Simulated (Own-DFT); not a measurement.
# Computed records: Si12O23 (quartz with two neutral oxygen vacancies, atoms displaced)

Computed with Own-DFT development build. A calculation, not a measurement: plane-wave PBE and HSE06 DFT by an unreviewed code, no spin, of a simulated cell at Gamma alone, so results move with cell size and shape, stress positive in tension, energies less offsets, not probed for a lower state with spin; oxygen file: force components 24 meV/angstrom off all-electron in a glass; k mesh not checked against a denser one; forces and stress are PBE's, HSE06 gives the energy alone, and its difference from PBE has offsets of its own; offsets are fitted by least squares, one for each functional and potential file, so energies compare only between cells with the same atoms and settings and are not formation energies; the far tail of each file's local potential was reset to the Coulomb form; each entry is a single point on an unrelaxed cell, so the pressure reflects the starting lattice, mostly measured values (interpolated for alloys), from which strain is counted, and rises with the displacements; printed positions are rounded, which can move forces by about a meV/angstrom; the program, named Own-DFT, is a retired in-house code; no spin-orbit coupling.

Settings shared by all entries: first functional PBE; second functional HSE06; exact exchange share 0.25; screening 0.11 1/bohr; exchange divergence Gygi-Baldereschi; potential files PseudoDojo norm-conserving, scalar-relativistic, made for PBE, standard set; wave cutoff 48 hartree; occupations fixed; k mesh 1 x 1 x 1 centred on Gamma.

(1) 
```cif
# cell vector a (Å): 9.8268 0.0000 0.0000
# cell vector b (Å): -4.9134 8.5103 0.0000
# cell vector c (Å): 0.0000 0.0000 10.8104
data_Si12O23
_symmetry_space_group_name_H-M 'P 1'
_symmetry_Int_Tables_number 1
_cell_length_a 9.8268
_cell_length_b 9.8268
_cell_length_c 10.8104
_cell_angle_alpha 90.000
_cell_angle_beta 90.000
_cell_angle_gamma 120.000
_cell_volume 904.06
loop_
_atom_site_label
_atom_site_type_symbol
_atom_site_fract_x
_atom_site_fract_y
_atom_site_fract_z
_atom_site_occupancy
Si1 Si 0.23450 0.99504 0.00025 1
Si2 Si 0.98904 0.23681 0.33002 1
Si3 Si 0.25893 0.25540 0.15935 1
O1 O 0.20593 0.13097 0.05892 1
O2 O 0.41428 0.28948 0.22768 1
O3 O 0.36103 0.07090 0.39350 1
O4 O 0.07023 0.37028 0.44306 1
O5 O 0.13603 0.20939 0.27833 1
O6 O 0.29766 0.42902 0.10554 1
Si4 Si 0.23430 0.99123 0.49738 1
Si5 Si 0.99723 0.22789 0.83412 1
Si6 Si 0.27255 0.27548 0.66871 1
O7 O 0.19998 0.13980 0.56184 1
O8 O 0.43533 0.29544 0.72896 1
O9 O 0.36765 0.07722 0.89118 1
O10 O 0.08411 0.36076 0.93346 1
O11 O 0.13567 0.20604 0.77249 1
O12 O 0.29197 0.43278 0.60838 1
Si7 Si 0.23413 0.50574 0.00729 1
Si8 Si 0.99854 0.73491 0.33472 1
Si9 Si 0.27251 0.76865 0.16748 1
O13 O 0.20672 0.63200 0.06057 1
O14 O 0.42001 0.77635 0.22929 1
O15 O 0.36421 0.57125 0.38382 1
O16 O 0.08811 0.87441 0.44288 1
O17 O 0.13315 0.70610 0.27348 1
O18 O 0.28308 0.92133 0.10409 1
Si10 Si 0.23348 0.49824 0.50777 1
Si11 Si 0.99640 0.72208 0.82942 1
Si12 Si 0.26653 0.77619 0.67294 1
O19 O 0.19982 0.62844 0.55973 1
O20 O 0.42803 0.79428 0.72280 1
O21 O 0.36823 0.57276 0.89485 1
O22 O 0.07102 0.86690 0.94075 1
O23 O 0.14405 0.71715 0.77222 1
O24 O 0.28624 0.92769 0.61506 1
Si13 Si 0.72331 0.98960 0.99639 1
Si14 Si 0.48901 0.22877 0.32321 1
Si15 Si 0.75839 0.26605 0.16322 1
O25 O 0.69589 0.13421 0.05879 1
O26 O 0.92813 0.29931 0.22868 1
O27 O 0.86737 0.06424 0.40006 1
O28 O 0.57967 0.37831 0.44268 1
O29 O 0.63375 0.20733 0.28181 1
O30 O 0.79842 0.42496 0.10338 1
Si16 Si 0.73612 0.00566 0.49794 1
Si17 Si 0.48668 0.22530 0.83360 1
Si18 Si 0.76886 0.27290 0.66567 1
O31 O 0.69709 0.12599 0.55964 1
O32 O 0.91746 0.29343 0.72989 1
O33 O 0.87183 0.07362 0.88292 1
O34 O 0.57036 0.36235 0.94299 1
O35 O 0.63154 0.20218 0.77388 1
O36 O 0.78745 0.42318 0.61445 1
Si19 Si 0.73356 0.50069 0.99987 1
Si20 Si 0.49008 0.72691 0.33459 1
Si21 Si 0.78351 0.77748 0.17191 1
O37 O 0.70518 0.63360 0.05528 1
O38 O 0.87095 0.57195 0.39670 1
O39 O 0.57659 0.86805 0.43618 1
O40 O 0.62887 0.70377 0.27747 1
Si22 Si 0.73863 0.50461 0.49196 1
Si23 Si 0.50092 0.74380 0.83311 1
Si24 Si 0.75949 0.77042 0.66659 1
O41 O 0.69585 0.63182 0.55768 1
O42 O 0.91773 0.78638 0.72007 1
O43 O 0.86591 0.58178 0.90143 1
O44 O 0.56859 0.86769 0.94135 1
O45 O 0.63333 0.70421 0.77795 1
O46 O 0.79499 0.92998 0.61021 1
_calc_PBE_energy_of_cell_above_offsets '-15.157'  # eV
_calc_HSE06_less_PBE_above_offsets '0.367'  # eV
_calc_PBE_pressure 8.66  # GPa
_calc_PBE_stress_xx -8.19  # GPa
_calc_PBE_stress_yy -10.69  # GPa
_calc_PBE_stress_zz -7.09  # GPa
_calc_PBE_stress_yz 3.65  # GPa
_calc_PBE_stress_xz -1.53  # GPa
_calc_PBE_stress_xy -2.01  # GPa
```

Force:
```tsv
element	x (eV/Å)	y (eV/Å)	z (eV/Å)
Si	-2.184	1.283	-3.145
Si	5.171	-1.393	4.574
Si	-3.398	3.953	3.162
O	0.239	-2.577	-2.495
O	1.386	0.658	-0.791
O	1.65	0.905	-1.601
O	-0.445	-1.244	-0.925
O	-1.187	-0.162	-0.903
O	0.353	-1.154	0.914
Si	1.196	8.582	5.95
Si	1.315	4.499	-3.828
Si	0.403	-2.245	-0.326
O	2.28	-1.609	-1.159
O	-3.138	1.299	-2.763
O	-2.341	-6.337	3.447
O	-0.577	1.99	2.333
O	-0.006	0.139	0.148
O	2.621	-0.629	2.752
Si	3.489	-4.103	-4.293
Si	-0.724	1.378	-0.961
Si	-2.083	-1.725	0.185
O	-2.791	3.313	1.705
O	-1.795	2.383	-3.12
O	-2.553	-4.74	3.992
O	-5.817	-7.599	-4.516
O	0.055	0.404	-0.433
O	2.52	-0.538	2.413
Si	-1.337	1.245	-5.274
Si	-2.095	4.66	-0.653
Si	4.173	-3.002	-4.855
O	-0.931	3.177	2.029
O	0.124	0.767	-0.078
O	-0.412	1.475	0.029
O	0.013	-1.359	-1.36
O	-3.205	-2.424	4.178
O	-0.258	2.397	-1.168
Si	4.664	4.603	2.458
Si	1.407	1.963	5.037
Si	1.495	-1.194	2.474
O	1.154	-2.094	-1.131
O	-3.586	0.491	-3.35
O	2	2.972	-3.536
O	-2.469	-4.917	-3.865
O	0.71	0.076	-1.638
O	-0.906	2.126	-0.583
Si	-0.643	-2.944	2.285
Si	6.456	5.78	-1.008
Si	-1.748	-5.719	0.776
O	-0.85	2.428	1.091
O	3.952	0.273	1.672
O	-3.565	-6.26	4.135
O	0.025	-0.294	0.005
O	-1.063	-0.13	0.521
O	-2.187	5.174	-3.604
Si	-1.438	-1.926	0.746
Si	4.637	2.893	1.845
Si	-1.686	-1.423	0.052
O	-0.399	2.131	2.376
O	2.498	1.32	-2.211
O	-0.878	-0.434	-0.02
O	2.547	0.802	-1.999
Si	-1.731	0.154	6.457
Si	0.965	-4.421	-0.772
Si	0.794	-2.9	-0.823
O	0.84	0.409	0.007
O	3.172	-0.525	1.955
O	1.525	-1.291	-1.362
O	-2.767	-1.335	-0.638
O	-1.335	0.533	0.651
O	-1.3	2.01	-1.165
```

(2) 
```cif
# cell vector a (Å): 9.8268 0.0000 0.0000
# cell vector b (Å): -4.9134 8.5103 0.0000
# cell vector c (Å): 0.0000 0.0000 10.8104
data_Si12O23
_symmetry_space_group_name_H-M 'P 1'
_symmetry_Int_Tables_number 1
_cell_length_a 9.8268
_cell_length_b 9.8268
_cell_length_c 10.8104
_cell_angle_alpha 90.000
_cell_angle_beta 90.000
_cell_angle_gamma 120.000
_cell_volume 904.06
loop_
_atom_site_label
_atom_site_type_symbol
_atom_site_fract_x
_atom_site_fract_y
_atom_site_fract_z
_atom_site_occupancy
Si1 Si 0.23206 0.00011 0.00179 1
Si2 Si 0.98822 0.22873 0.32939 1
Si3 Si 0.28040 0.27547 0.16373 1
O1 O 0.20551 0.13306 0.05815 1
O2 O 0.43391 0.29492 0.22408 1
O3 O 0.07695 0.37410 0.44417 1
O4 O 0.12504 0.20486 0.27438 1
O5 O 0.29742 0.43459 0.11057 1
Si4 Si 0.22261 0.99523 0.49753 1
Si5 Si 0.99805 0.24299 0.82827 1
Si6 Si 0.27017 0.27033 0.66821 1
O6 O 0.20691 0.13437 0.55833 1
O7 O 0.41876 0.29306 0.72196 1
O8 O 0.37373 0.07286 0.88975 1
O9 O 0.07440 0.36894 0.93914 1
O10 O 0.13558 0.19930 0.77288 1
O11 O 0.29181 0.43155 0.60729 1
Si7 Si 0.22701 0.50026 0.00703 1
Si8 Si 0.99991 0.73245 0.33430 1
Si9 Si 0.25911 0.76968 0.16004 1
O12 O 0.20885 0.63051 0.05359 1
O13 O 0.43017 0.79249 0.23000 1
O14 O 0.36752 0.57339 0.39104 1
O15 O 0.13988 0.70564 0.26931 1
O16 O 0.30256 0.94005 0.11084 1
Si10 Si 0.23271 0.49816 0.50523 1
Si11 Si 0.99515 0.73822 0.82587 1
Si12 Si 0.26185 0.76645 0.66520 1
O17 O 0.20395 0.62584 0.54868 1
O18 O 0.42972 0.79632 0.72739 1
O19 O 0.36688 0.57492 0.89272 1
O20 O 0.07863 0.85973 0.94032 1
O21 O 0.13679 0.72191 0.77289 1
O22 O 0.29836 0.92876 0.60533 1
Si13 Si 0.73026 0.99154 0.00327 1
Si14 Si 0.49756 0.22036 0.34266 1
Si15 Si 0.75843 0.25255 0.17515 1
O23 O 0.70947 0.13788 0.06180 1
O24 O 0.92363 0.30210 0.22451 1
O25 O 0.87369 0.07567 0.39541 1
O26 O 0.56484 0.36065 0.44202 1
O27 O 0.62223 0.20149 0.27151 1
O28 O 0.79214 0.43597 0.11167 1
Si16 Si 0.74092 0.00281 0.49642 1
Si17 Si 0.50444 0.24440 0.83924 1
Si18 Si 0.76820 0.27603 0.67662 1
O29 O 0.70160 0.12374 0.56028 1
O30 O 0.92680 0.29348 0.72633 1
O31 O 0.86394 0.06761 0.89483 1
O32 O 0.57832 0.37532 0.93873 1
O33 O 0.63981 0.20351 0.77657 1
O34 O 0.79467 0.42789 0.60581 1
Si19 Si 0.74267 0.50751 0.00455 1
Si20 Si 0.48777 0.73035 0.33342 1
Si21 Si 0.76977 0.76416 0.16489 1
O35 O 0.70563 0.62655 0.05781 1
O36 O 0.92510 0.79629 0.22251 1
O37 O 0.86689 0.57182 0.38808 1
O38 O 0.57151 0.87322 0.44457 1
O39 O 0.64269 0.70486 0.28090 1
O40 O 0.79400 0.92164 0.11473 1
Si22 Si 0.73915 0.51441 0.51178 1
Si23 Si 0.50899 0.73781 0.84437 1
Si24 Si 0.76688 0.77129 0.66479 1
O41 O 0.71303 0.64112 0.55855 1
O42 O 0.92124 0.79146 0.72403 1
O43 O 0.86508 0.56869 0.89631 1
O44 O 0.57292 0.85770 0.94903 1
O45 O 0.63045 0.69735 0.77092 1
O46 O 0.79310 0.93349 0.60457 1
_calc_PBE_energy_of_cell_above_offsets '-15.018'  # eV
_calc_HSE06_less_PBE_above_offsets '0.477'  # eV
_calc_PBE_pressure 7.57  # GPa
_calc_PBE_stress_xx -9.76  # GPa
_calc_PBE_stress_yy -7.16  # GPa
_calc_PBE_stress_zz -5.78  # GPa
_calc_PBE_stress_yz 0.22  # GPa
_calc_PBE_stress_xz -1.26  # GPa
_calc_PBE_stress_xy 3.03  # GPa
```

Force:
```tsv
element	x (eV/Å)	y (eV/Å)	z (eV/Å)
Si	1.807	1.06	-2.079
Si	2.752	5.204	0.929
Si	-2.83	-2.462	1.763
O	-0.768	1.517	0.64
O	1.151	-0.371	1.009
O	-2.152	-4.064	-2.936
O	2.416	0.698	-2.259
O	-0.047	0.183	-0.1
Si	2.074	-0.452	-2.482
Si	4.617	-3.88	3.482
Si	-5.006	-1.171	-2.988
O	-0.94	0.605	0.456
O	7.409	0.82	3.879
O	-1.198	-0.345	1.313
O	-0.84	-0.763	-0.278
O	-2.87	0.534	1.175
O	2.193	-1.479	2.606
Si	5.829	-3.299	-4.273
Si	0.834	2.958	-0.636
Si	4.138	-0.344	0.356
O	-4.577	6.449	3.379
O	-4.555	1.422	-4.797
O	-1.144	-2.974	2.015
O	-2.582	-0.627	1.605
O	0.131	-0.529	-0.118
Si	2.831	-1.009	-4.602
Si	1.319	-1.965	3.882
Si	3.564	-1.164	-1.121
O	-4.03	6.454	4.496
O	0.047	-0.561	0.878
O	-0.816	-1.281	1.471
O	-1.052	-0.103	0.062
O	0.089	-1.347	-0.24
O	-1.233	0.939	-1.231
Si	1.922	3.293	1.563
Si	-5.467	-0.464	1.613
Si	-3.139	4.082	-2.914
O	0.629	-2.583	-1.654
O	2.603	0.022	1.807
O	-0.261	-1.981	-0.228
O	1.637	2.968	2.241
O	2.946	-1.256	-0.45
O	2.222	-3.413	2.522
Si	-3.208	-0.532	0.156
Si	-0.051	-2.137	-2.908
Si	0.695	-3.606	-4.989
O	-0.952	3.998	2.329
O	-0.746	1.744	-2.019
O	0.031	1.251	-0.613
O	-0.276	0.694	0.807
O	-3.37	0.131	2.534
O	0.174	1.202	0.762
Si	0.641	-3.689	-1.34
Si	6.172	2.083	2.319
Si	-3.285	-3.788	1.464
O	-3.361	4.59	1.979
O	5.105	0.211	2.281
O	-1.227	-1.529	2.284
O	-0.075	-1.796	-1.819
O	-1.797	0.342	-0.113
O	-1.992	3.302	-2.521
Si	2.069	-6.76	-6.834
Si	-2.308	-3.106	-5.683
Si	-3.092	0.9	0.342
O	-2.967	3.231	1.311
O	0.426	1.147	-0.844
O	1.879	2.481	-3.085
O	-0.843	1.37	1.953
O	0.189	0.774	0.241
O	2.512	-1.828	2.253
```

(3) 
```cif
# cell vector a (Å): 9.8268 0.0000 0.0000
# cell vector b (Å): -4.9134 8.5103 0.0000
# cell vector c (Å): 0.0000 0.0000 10.8104
data_Si12O23
_symmetry_space_group_name_H-M 'P 1'
_symmetry_Int_Tables_number 1
_cell_length_a 9.8268
_cell_length_b 9.8268
_cell_length_c 10.8104
_cell_angle_alpha 90.000
_cell_angle_beta 90.000
_cell_angle_gamma 120.000
_cell_volume 904.06
loop_
_atom_site_label
_atom_site_type_symbol
_atom_site_fract_x
_atom_site_fract_y
_atom_site_fract_z
_atom_site_occupancy
Si1 Si 0.23993 0.00181 0.00126 1
Si2 Si 0.00279 0.23845 0.33254 1
Si3 Si 0.27348 0.26396 0.16775 1
O1 O 0.20790 0.13600 0.05875 1
O2 O 0.42544 0.28738 0.22719 1
O3 O 0.35416 0.06040 0.39018 1
O4 O 0.07956 0.36274 0.43896 1
O5 O 0.14028 0.20831 0.27277 1
O6 O 0.29857 0.42378 0.11327 1
Si4 Si 0.23515 0.99561 0.49852 1
Si5 Si 0.00289 0.23774 0.82182 1
Si6 Si 0.26680 0.26402 0.66654 1
O7 O 0.21718 0.13961 0.55557 1
O8 O 0.42489 0.28334 0.72462 1
O9 O 0.35723 0.07015 0.89319 1
O10 O 0.07188 0.35730 0.92942 1
O11 O 0.14020 0.21656 0.77079 1
O12 O 0.28662 0.43444 0.60690 1
Si7 Si 0.23176 0.49619 0.00654 1
Si8 Si 0.98630 0.72154 0.33386 1
Si9 Si 0.25875 0.76486 0.16231 1
O13 O 0.20446 0.62980 0.05444 1
O14 O 0.41704 0.78754 0.23760 1
O15 O 0.36406 0.57054 0.39319 1
O16 O 0.07579 0.87401 0.43296 1
O17 O 0.13779 0.71832 0.27874 1
O18 O 0.28666 0.92890 0.10369 1
Si10 Si 0.23695 0.50314 0.50601 1
Si11 Si 0.99382 0.73388 0.83220 1
Si12 Si 0.26339 0.76782 0.66481 1
O19 O 0.20281 0.63142 0.56344 1
O20 O 0.42100 0.79460 0.72975 1
O21 O 0.37157 0.57355 0.89244 1
O22 O 0.07578 0.87655 0.93815 1
O23 O 0.14610 0.71383 0.77271 1
O24 O 0.29147 0.91255 0.61083 1
Si13 Si 0.72646 0.99559 0.00271 1
Si14 Si 0.50611 0.23410 0.33521 1
Si15 Si 0.75738 0.26502 0.16492 1
O25 O 0.71483 0.13888 0.06052 1
O26 O 0.93143 0.29438 0.22488 1
O27 O 0.86004 0.07190 0.38912 1
O28 O 0.57326 0.36519 0.44052 1
O29 O 0.62791 0.19864 0.27561 1
O30 O 0.79537 0.42936 0.10114 1
Si16 Si 0.72775 0.99951 0.50145 1
Si17 Si 0.49842 0.21754 0.83438 1
Si18 Si 0.75945 0.26947 0.66874 1
O31 O 0.70917 0.13188 0.55422 1
O32 O 0.91810 0.29078 0.72738 1
O33 O 0.86947 0.07693 0.89003 1
O34 O 0.56980 0.36057 0.93553 1
O35 O 0.63215 0.20009 0.78555 1
O36 O 0.79878 0.43748 0.61179 1
Si19 Si 0.73275 0.50030 0.00038 1
Si20 Si 0.49842 0.72594 0.33253 1
Si21 Si 0.77437 0.77679 0.16586 1
O37 O 0.92749 0.79884 0.21405 1
O38 O 0.87125 0.57596 0.39346 1
O39 O 0.57817 0.86456 0.43391 1
O40 O 0.62472 0.70896 0.27918 1
Si22 Si 0.74049 0.50432 0.50673 1
Si23 Si 0.50179 0.74419 0.83945 1
Si24 Si 0.76406 0.76715 0.66098 1
O41 O 0.70177 0.63187 0.56054 1
O42 O 0.93083 0.79232 0.73345 1
O43 O 0.85731 0.56643 0.89431 1
O44 O 0.58103 0.87351 0.93591 1
O45 O 0.62574 0.70295 0.77560 1
O46 O 0.79285 0.92691 0.60322 1
_calc_PBE_energy_of_cell_above_offsets '-14.831'  # eV
_calc_HSE06_less_PBE_above_offsets '0.096'  # eV
_calc_PBE_pressure 9.85  # GPa
_calc_PBE_stress_xx -11.22  # GPa
_calc_PBE_stress_yy -9.06  # GPa
_calc_PBE_stress_zz -9.26  # GPa
_calc_PBE_stress_yz 0.93  # GPa
_calc_PBE_stress_xz -0.04  # GPa
_calc_PBE_stress_xy 1.6  # GPa
```

Force:
```tsv
element	x (eV/Å)	y (eV/Å)	z (eV/Å)
Si	-5.34	0.764	-1.334
Si	1.221	-2.279	-0.32
Si	-2.944	-1.368	-0.374
O	0.398	-0.396	-0.417
O	3.742	0.518	1.57
O	3.159	3.095	-2.279
O	-0.527	1.35	1.456
O	-1.216	-0.456	0.849
O	-1.577	2.437	-1.708
Si	-0.457	-0.331	2.294
Si	-0.774	-2.517	2.224
Si	0.28	2.155	-1.666
O	-0.169	-0.757	-0.121
O	1.409	-0.042	0.487
O	1.855	-0.551	-1.562
O	1.041	4.06	3.784
O	0.453	-1.252	-0.151
O	4.616	-4.033	5.097
Si	2.634	-2.72	-3.528
Si	2.975	9.87	-3.894
Si	1.514	-0.204	2.125
O	-1.772	2.142	1.602
O	-2.055	0.601	-2.795
O	-0.275	-1.117	0.896
O	-1.674	-2.441	-0.275
O	-0.3	-0.955	-0.984
O	3.341	-2.35	3.419
Si	-2.35	0.896	-4.959
Si	5.695	-1.169	4.639
Si	4.295	-7.102	2.857
O	-0.75	-0.108	-0.897
O	1.969	0.543	0.663
O	-1.231	-0.556	2.024
O	-0.489	-1.929	-0.698
O	-5.038	-1.56	3.929
O	-4.488	10.13	-5.985
Si	6.275	2.558	1.273
Si	-4.263	-1.998	0.831
Si	2.991	1.35	1.625
O	-1.17	-0.935	-0.83
O	-2.72	0.496	-1.477
O	0.344	0.465	0.09
O	1.222	1.554	1.391
O	2.509	-0.102	-1.334
O	1.522	-1.528	2.51
Si	3.115	-1.972	-3.569
Si	-5.352	4.057	0.774
Si	1.072	-2.372	-0.24
O	-3.609	4.926	3.543
O	-0.919	0.916	-1.875
O	-0.951	-1.318	0.915
O	0.178	0.025	0.698
O	4.971	-0.401	-3.558
O	0.982	-1.205	1.438
Si	-4.397	1.299	0.914
Si	-6.552	1.674	3.06
Si	-6.906	-1.866	-3.858
O	5.459	-0.236	4.057
O	-2.838	-6.536	3.703
O	-1.049	-0.015	1.172
O	9.548	-0.599	-4.976
Si	-2.233	-1.045	-3.043
Si	-0.929	-4.131	-4.05
Si	-0.194	-0.112	4.552
O	0.173	-0.329	-0.838
O	-5.658	1.487	-5.88
O	2.323	2.143	-2.688
O	-2.783	-0.026	0.995
O	2.155	0.98	-1.882
O	0.514	0.424	0.587
```

(4) 
```cif
# cell vector a (Å): 9.8268 0.0000 0.0000
# cell vector b (Å): -4.9134 8.5103 0.0000
# cell vector c (Å): 0.0000 0.0000 10.8104
data_Si12O23
_symmetry_space_group_name_H-M 'P 1'
_symmetry_Int_Tables_number 1
_cell_length_a 9.8268
_cell_length_b 9.8268
_cell_length_c 10.8104
_cell_angle_alpha 90.000
_cell_angle_beta 90.000
_cell_angle_gamma 120.000
_cell_volume 904.06
loop_
_atom_site_label
_atom_site_type_symbol
_atom_site_fract_x
_atom_site_fract_y
_atom_site_fract_z
_atom_site_occupancy
Si1 Si 0.23215 0.98877 0.00244 1
Si2 Si 0.99913 0.23571 0.33629 1
Si3 Si 0.25734 0.25061 0.16467 1
O1 O 0.20819 0.12956 0.06064 1
O2 O 0.43353 0.30099 0.22577 1
O3 O 0.36155 0.06764 0.38659 1
O4 O 0.06622 0.35717 0.43604 1
O5 O 0.14174 0.21126 0.27641 1
O6 O 0.29324 0.42418 0.10987 1
Si4 Si 0.23490 0.99055 0.50170 1
Si5 Si 0.99817 0.24019 0.83236 1
Si6 Si 0.25801 0.27001 0.67369 1
O7 O 0.19914 0.13350 0.55757 1
O8 O 0.42819 0.29749 0.73161 1
O9 O 0.37072 0.06533 0.89083 1
O10 O 0.08273 0.37404 0.93892 1
O11 O 0.13597 0.21022 0.77313 1
O12 O 0.29578 0.43189 0.60920 1
Si7 Si 0.22372 0.49323 0.99670 1
Si8 Si 0.00609 0.73543 0.33210 1
Si9 Si 0.25845 0.75908 0.16658 1
O13 O 0.21332 0.63548 0.05421 1
O14 O 0.44789 0.80539 0.22909 1
O15 O 0.36832 0.57013 0.39532 1
O16 O 0.07076 0.86528 0.45863 1
O17 O 0.13506 0.71437 0.27899 1
O18 O 0.29079 0.93004 0.10389 1
Si10 Si 0.24550 0.50741 0.49871 1
Si11 Si 0.99042 0.73063 0.82856 1
Si12 Si 0.26329 0.76407 0.67654 1
O19 O 0.20061 0.63096 0.55942 1
O20 O 0.43436 0.80039 0.72322 1
O21 O 0.37320 0.58522 0.88960 1
O22 O 0.07129 0.86374 0.93922 1
O23 O 0.29641 0.92688 0.61624 1
Si13 Si 0.72964 0.98997 0.00210 1
Si14 Si 0.49964 0.23414 0.33286 1
Si15 Si 0.76319 0.26259 0.16175 1
O24 O 0.70503 0.13069 0.06570 1
O25 O 0.92539 0.29812 0.22210 1
O26 O 0.86815 0.07477 0.39204 1
O27 O 0.57726 0.36841 0.44177 1
O28 O 0.63573 0.19816 0.26281 1
O29 O 0.78707 0.42460 0.10486 1
Si16 Si 0.72746 0.99355 0.49643 1
Si17 Si 0.49767 0.23378 0.83193 1
Si18 Si 0.76628 0.26683 0.66975 1
O30 O 0.70721 0.12913 0.55389 1
O31 O 0.92339 0.30082 0.72883 1
O32 O 0.87137 0.07519 0.89188 1
O33 O 0.58019 0.36528 0.94348 1
O34 O 0.64179 0.21611 0.77627 1
O35 O 0.79503 0.42182 0.60895 1
Si19 Si 0.72835 0.50072 0.00028 1
Si20 Si 0.49898 0.72836 0.32852 1
Si21 Si 0.76274 0.76893 0.16458 1
O36 O 0.69907 0.62579 0.06673 1
O37 O 0.92622 0.79256 0.23079 1
O38 O 0.86679 0.57561 0.38670 1
O39 O 0.57742 0.87025 0.44646 1
O40 O 0.62643 0.69387 0.27800 1
O41 O 0.78636 0.92548 0.11344 1
Si22 Si 0.73274 0.49774 0.50426 1
Si23 Si 0.49655 0.73418 0.83708 1
Si24 Si 0.77212 0.76393 0.66613 1
O42 O 0.71593 0.63952 0.56305 1
O43 O 0.94135 0.80114 0.72407 1
O44 O 0.57212 0.85916 0.93726 1
O45 O 0.63909 0.71095 0.77256 1
O46 O 0.79189 0.91949 0.61644 1
_calc_PBE_energy_of_cell_above_offsets '-15.329'  # eV
_calc_HSE06_less_PBE_above_offsets '0.345'  # eV
_calc_PBE_pressure 8.38  # GPa
_calc_PBE_stress_xx -6.67  # GPa
_calc_PBE_stress_yy -10.84  # GPa
_calc_PBE_stress_zz -7.61  # GPa
_calc_PBE_stress_yz -0.91  # GPa
_calc_PBE_stress_xz -2.44  # GPa
_calc_PBE_stress_xy -1.03  # GPa
```

Force:
```tsv
element	x (eV/Å)	y (eV/Å)	z (eV/Å)
Si	-2.461	3.682	-5.582
Si	0.099	-2.015	-4.977
Si	1.339	4.811	1.941
O	0.111	-2.406	-2.55
O	-0.677	-0.686	-0.362
O	0.092	-0.29	0.578
O	1.838	6.009	4.876
O	-1.88	-0.96	1.138
O	-1.186	0.201	-1.698
Si	0.175	4.399	2.242
Si	0.651	-1.042	-0.314
Si	5.258	-0.651	-5.71
O	1.363	0.457	1.068
O	-1.897	0.44	-1.376
O	-0.878	-0.14	0.936
O	-5.427	-6.43	-4.243
O	-4.315	-1.208	4.275
O	0.034	0.376	0.196
Si	9.041	5.643	4.137
Si	-5.961	1.587	4.661
Si	2.73	2.519	0.059
O	-1.495	1.526	1.491
O	-5.572	0.083	-3.612
O	1.383	1.003	-2.292
O	-1.601	-4.073	-3.786
O	5.622	-0.643	-2.627
O	4.321	-4.201	5.531
Si	-4.247	-3.105	1.816
Si	3.59	-3.066	3.45
Si	-1.721	-1.582	0.398
O	0.222	0.56	0.366
O	0.474	-0.26	0.699
O	-3.516	-7.267	3.767
O	-0.361	-0.278	0.055
O	-0.303	1.394	-1.138
Si	-0.801	3.491	-1.493
Si	1.703	-0.112	-1.135
Si	0.867	2.77	0.778
O	1.141	-3.922	-4.167
O	2.4	-0.108	1.153
O	-0.567	-1.99	0.414
O	-0.948	-1.649	-0.782
O	-4.518	-0.547	4.156
O	0.673	0.649	-0.042
Si	6.296	3.571	3.632
Si	1.2	-0.492	1.591
Si	-0.803	-3.418	-3.117
O	-1.24	2.934	2.727
O	3.331	0.462	1.394
O	-1.034	-0.928	1.545
O	-2.453	-2.898	-2.106
O	-1.214	-0.94	1.056
O	-1.32	2.754	-1.596
Si	3.749	2.235	-0.744
Si	0.596	1.275	4.418
Si	1.996	-3.87	3.558
O	-1.475	1.9	0.482
O	-1.095	0.86	-1.395
O	-0.854	-1.63	1.956
O	-4.033	-6.978	-4.421
O	2.851	0.509	-1.738
O	0.005	1.607	-0.511
Si	2.447	1.715	-1.24
Si	3.5	2.595	-6.938
Si	-0.57	0.925	3.009
O	0.354	-2.942	-2.335
O	-2.571	1.163	-2.865
O	0.287	3.298	3.403
O	-0.7	-0.616	1.203
O	-2.048	3.938	-3.255
```
